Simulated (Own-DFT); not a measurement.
# Which defects push the lattice out? zincblende GaAs

Source: density functional calculations with Own-DFT, an unreviewed in-house program that is no longer used. Nothing was measured or relaxed, and spin and spin-orbit coupling are left out.

All runs used: PBE; PseudoDojo norm-conserving scalar-relativistic files; cutoff 42 hartree; 3 x 3 x 3 k mesh centred on Gamma; Fermi-Dirac smearing of 0.1 eV.

Known weak points (not all hold for every row): not probed for a lower state with spin; forces not confirmed at this smearing and k mesh; stress not checked against mesh or cutoff.

All runs share one cell, with vectors in Å (11.737, 0.000, 0.000); (0.000, 11.737, 0.000); (0.000, 0.000, 10.833) and a volume of 1492.4 Å³, strained against the parent crystal. u is the rms random offset of the atoms per axis. The defect's site can differ from row to row.

| cell | formula | u (Å) | P (GPa) |
|---|---|---|---|
| no defect | As32Ga32 | 0.0298 | 1.25 |
| no defect | As32Ga32 | 0.0506 | 1.62 |
| no defect | As32Ga32 | 0.0527 | 1.61 |
| one In on a Ga site | As32Ga31In | 0.0453 | 2.08 |
| one In on a Ga site | As32Ga31In | 0.0489 | 2.12 |
| one In on a Ga site | As32Ga31In | 0.0503 | 2.29 |
| one In on a Ga site | As32Ga31In | 0.0549 | ? |
| one Al on a Ga site | AlAs32Ga31 | 0.0303 | 1.25 |
| one Al on a Ga site | AlAs32Ga31 | 0.0487 | 1.47 |
| one Al on a Ga site | AlAs32Ga31 | 0.0497 | 1.59 |
| one P on an As site | As31Ga32P | 0.0247 | 0.97 |
| one P on an As site | As31Ga32P | 0.0282 | 0.98 |
| one P on an As site | As31Ga32P | 0.0283 | 0.98 |
| one As vacancy and one Ga vacancy | As31Ga31 | 0.0297 | 0.91 |
| one As vacancy and one Ga vacancy | As31Ga31 | 0.0309 | 0.94 |
| one As vacancy and one Ga vacancy | As31Ga31 | 0.0533 | 1.28 |

## Analysis

P = P0 + c u² + a shift for each defect gives P0 = 1.09 GPa, c = 194 ± 18 GPa/Å² and a scatter of 0.05 GPa. The shifts, and each times the cell's volume:

- one In on a Ga site: 0.62 ± 0.04 GPa, 5.8 eV
- one Al on a Ga site: -0.03 ± 0.04 GPa, -0.3 eV (not resolved)
- one P on an As site: -0.26 ± 0.04 GPa, -2.4 eV
- one As vacancy and one Ga vacancy: -0.35 ± 0.04 GPa, -3.3 eV

A positive shift means that the defect pushes the cell outwards. Shift times volume (160.2 GPa Å³ is 1 eV) depends little on the cell's size, so, taken for each site, it can be compared between cells at like pressure. The atoms around the defects weren't relaxed, which would change these numbers.

## Prediction

Question: what pressure belongs in the blank (one In on a Ga site, u = 0.0549 Å)?

Estimate: 2.29 ± 0.05 GPa. The calculation gave 2.07 GPa. That is outside the usual scatter, by luck or through something left out of the fit.
